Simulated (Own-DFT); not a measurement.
# Misfit strain and the stress it brings: wurtzite GaN, 72 atoms (Ga36N36)

The numbers are computed, not measured, by runs of the plane-wave DFT program Own-DFT (in-house, retired, unreviewed) at fixed positions, with no spin and no spin-orbit coupling.

All runs used: PBE; PseudoDojo norm-conserving scalar-relativistic files; cutoff 42 hartree; 4 x 4 x 3 k mesh centred on Gamma; Fermi-Dirac smearing of 0.1 eV.

Known weak points: forces not confirmed at this smearing and k mesh; stress not checked against mesh or cutoff.

Unstrained cell vectors in Å: (9.567, 0.000, 0.000); (-4.783, 8.285, 0.000); (0.000, 0.000, 10.370). The unstrained cell has measured lattice constants (interpolated for alloys), not those of this functional. That, the random moves and any unrelaxed bonds set the pressure at no strain. Each run strains x and y alike by e, as a substrate would, and holds the height along z. Random moves of width 0.05 Å per axis were added to every atom. Stress is positive in tension.

```
e (%)  u (Å)  (s_xx + s_yy)/2 (GPa)  s_zz (GPa)
-2.50  0.056                 -22.07      -14.77
-1.75  0.053                 -17.03      -12.19
-1.25  0.049                 -14.52      -10.30
-1.00  0.049                 -12.49       -9.60
-0.75  0.051                 -12.15       -8.11
 0.25  0.049                  -5.32       -8.97
 1.75  0.050                   1.91       -7.05
 2.50  0.052                   4.14       -6.85
 2.75  0.047                      ?           ?
 3.00  0.049                   6.14       -3.62
```

## Working it out

With e as a fraction, the in-plane stress is -7.1 + 533 e - 2957 e² GPa (errors 11 and 686, scatter 0.53), and s_zz is -9.1 + 151 e GPa (slope ± 25, scatter 1.38). At e = 0 the first slope is C11 + C12 and the second 2 C13, both with the ions held to the strained lattice and at the cell's own pressure. The term in e² is negative: the layer stiffens under compression and softens under tension. A free layer would change its height as e changes, and the in-plane slope would drop by 2 C13²/C33 to the biaxial modulus. At fixed height, a misfit of 1 % moves the in-plane stress by about 5.3 GPa and s_zz by 1.5 GPa.

## Check

The question: what are the two stresses at e = 2.75 %?

The fit gives 5.4 and -4.9 GPa. The run itself gave 5.31 and -3.72 GPa.
